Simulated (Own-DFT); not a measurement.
# Same atoms, different arrangement: C16Si16, 32 atoms

Everything here is calculated. The program is Own-DFT (plane waves, in-house, since retired, never reviewed by a person); positions were held fixed, and spin and spin-orbit coupling were off.

All runs used: PBE; PseudoDojo norm-conserving scalar-relativistic files; cutoff 42 hartree; 5 x 5 x 3 k mesh centred on Gamma; Fermi-Dirac smearing of 0.1 eV.

Known weak points: forces on such cells passed a denser k mesh, each cell not checked; stress not checked against mesh or cutoff.

All cells hold the same atoms in the same cell, with vectors in Å (6.165, 0.000, 0.000); (-3.083, 5.339, 0.000); (0.000, 0.000, 10.068). u is the rms random offset of the atoms per axis. Free energies are per cell, over the lowest run. The arrangements:

- A: 2H SiC
- B: 4H SiC

| arrangement | u (Å) | E (eV) | P (GPa) |
|---|---|---|---|
| A | 0.0306 | 0.314 | 3.97 |
| A | 0.0313 | 0.281 | 3.98 |
| A | 0.0331 | 0.508 | 4.16 |
| A | 0.0572 | 3.168 | 6.53 |
| A | 0.0603 | 3.532 | 6.13 |
| A | 0.0617 | 3.869 | 6.46 |
| B | 0.0289 | 0.008 | 3.78 |
| B | 0.0299 | 0.052 | 3.82 |
| B | 0.0314 | 0.000 | 3.73 |
| B | 0.0556 | 2.595 | 5.99 |
| B | 0.0566 | 2.986 | 5.57 |
| B | 0.0590 | 3.225 | 6.55 |

Question: which arrangement lies lowest after the energy of the random moves is removed?

## Answer

Fit E = a + b u², with one b for all and one a for each arrangement, and with residuals divided by u², since the noise grows with the moves. Then b = 1225 eV/Å², the scatter at u = 0.04 Å is 0.10 eV, and against A:

- B: -0.21 ± 0.05 eV (lower)

The cells share one lattice and weren't relaxed, which can shift such small differences either way.
